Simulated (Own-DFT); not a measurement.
# Strain and stress in wurtzite GaN, 72 atoms (Ga36N36)

No measurement is shown. These are fixed-geometry runs of a retired plane-wave code named Own-DFT, which no person has reviewed; spin and spin-orbit coupling are neglected.

Common settings: PBE; PseudoDojo norm-conserving scalar-relativistic files (stringent for Ga); cutoff 96 hartree; 4 x 4 x 3 k mesh centred on Gamma; Gaussian smearing of 0.01 eV.

Keep in mind: forces not confirmed at this smearing and k mesh; stress not checked against mesh or cutoff.

Unstrained cell vectors in Å: (9.567, 0.000, 0.000); (-4.784, 8.285, 0.000); (0.000, 0.000, 10.370). The unstrained cell has measured lattice constants (interpolated for alloys), not those of this functional. That, the random moves and any unrelaxed bonds set the pressure at no strain. A uniform strain is put on this cell, atoms riding along. All atoms carry random offsets, Gaussian with a width of 0.05 Å per axis. Stress is counted positive in tension, P = -(s_xx + s_yy + s_zz)/3, and strain components are those of the symmetric tensor.

| run | e_xx (%) | e_yy (%) | e_zz (%) | e_yz (%) | e_xz (%) | e_xy (%) | s_xx (GPa) | s_yy (GPa) | s_zz (GPa) | s_yz (GPa) | s_xz (GPa) | s_xy (GPa) | P (GPa) | E (meV/atom) |
|---|---|---|---|---|---|---|---|---|---|---|---|---|---|---|
| 1 | -0.63 | -0.79 | -0.29 | 1.86 | 1.46 | -1.82 | -11.83 | -13.79 | -8.87 | 3.65 | 2.63 | -6.49 | 11.50 | 44.8 |
| 2 | 0.50 | 1.27 | -1.58 | -1.48 | -1.72 | -0.83 | -3.05 | -4.37 | -13.86 | -2.52 | -2.93 | -3.01 | 7.10 | 22.1 |
| 3 | 0.49 | -0.86 | 1.81 | -0.23 | -1.38 | 0.86 | -5.37 | -8.27 | -0.73 | 0.19 | -3.71 | 2.46 | 4.79 | 17.6 |
| 4 | 1.08 | -1.89 | 1.43 | -0.89 | -0.70 | 1.67 | -3.42 | -13.98 | -2.44 | -1.98 | -1.42 | 6.15 | 6.61 | 22.2 |
| 5 | -1.61 | -1.49 | 1.77 | -1.57 | 1.78 | 0.76 | -12.80 | -14.52 | -3.34 | -4.02 | 4.11 | 3.96 | 10.22 | 30.7 |
| 6 | 0.51 | 0.58 | -0.99 | -0.56 | -1.21 | -1.36 | -5.26 | -3.79 | -12.35 | -1.21 | -2.84 | -3.25 | 7.13 | 13.9 |
| 7 | 1.48 | 1.36 | -1.00 | 1.23 | -1.69 | 0.76 | -0.41 | -1.00 | -11.67 | 2.28 | -2.90 | 1.98 | 4.36 | 22.5 |
| 8 | -1.44 | -0.41 | -1.76 | -0.46 | 1.03 | 1.41 | -15.89 | -10.97 | -18.41 | -0.58 | 1.83 | 5.98 | 15.09 | 40.1 |
| 9 | -1.71 | -0.12 | -0.10 | 1.22 | 1.22 | 0.53 | -14.39 | -9.13 | -9.87 | 3.04 | 2.33 | 2.34 | 11.13 | 20.3 |
| 10 | -1.80 | 0.13 | -1.96 | 0.41 | -1.56 | -0.76 | -15.96 | -9.79 | -17.71 | 0.26 | -3.19 | -0.96 | 14.49 | 30.2 |
| 11 | -0.46 | 0.73 | -1.20 | -0.82 | 0.46 | 0.51 | -10.72 | -6.12 | -12.46 | -2.62 | 0.14 | 2.01 | 9.76 | 36.1 |
| 12 | -0.54 | -1.13 | 0.90 | -0.19 | -1.91 | 0.43 | -10.70 | -10.96 | -5.10 | -1.25 | -3.60 | 0.82 | 8.92 | 18.7 |
| 13 | -0.31 | 1.04 | 1.96 | 0.43 | 0.12 | -1.13 | -5.98 | -2.08 | 1.39 | 0.95 | 0.73 | -3.02 | 2.22 | 0.0 |
| 14 | 0.40 | -0.22 | -0.56 | -0.80 | -0.97 | 0.06 | -5.66 | -8.49 | -9.32 | -2.50 | -1.93 | -0.94 | 7.82 | 7.8 |
| 15 | 1.07 | 0.22 | -1.80 | -1.19 | -0.89 | -1.57 | -2.99 | -5.81 | -17.79 | -2.55 | -2.51 | -4.28 | 8.86 | 33.6 |
| 16 | -0.19 | 0.49 | -0.65 | -0.47 | -0.25 | -0.86 | ? | ? | ? | ? | ? | ? | ? | ? |

The last column gives the free energy per atom over the lowest of the runs shown.

## Working it out

Least squares on the runs shown: each stress against a constant and the strains, taken as fractions with shears doubled. Shear strains stay in the fit of a normal stress only where such slopes are resolved. The slopes, in GPa:

```
stress  at no strain  per e_xx  per e_yy  per e_zz  scatter
  s_xx          -7.2  430 ± 25  113 ± 33   77 ± 22     1.00
  s_yy          -7.4   98 ± 29  417 ± 38   69 ± 25     1.15
  s_zz          -8.3   44 ± 28   81 ± 36  460 ± 25     1.11
```

The slope of each shear stress on twice its own strain, from a fit on all six strains: yz 107 ± 9, xz 97 ± 8, xy 162 ± 12 GPa. These are stiffnesses along x, y and z of the frame in which the cell vectors are given, with the crystal's c axis along z: C11, C12, C13 and C33. Hexagonal symmetry asks that xx and yy behave alike, which is a second check on the noise. No internal relaxation is included, and where it is allowed it would reduce some of the slopes. Slopes across the diagonal should nearly agree, so their difference gauges the noise. A ninth of the table's sum, 199 ± 5 GPa, estimates the bulk modulus near the mean pressure of these runs, 8.7 GPa, so it lies above the value at zero pressure.

## Prediction

The question: what normal stresses and pressure should run 16 give?

The fit gives s_xx = -7.9, s_yy = -6.0, s_zz = -11.0 and P = 8.3 GPa. Computed: -7.96, -5.46, -8.76 and P = 7.39 GPa.
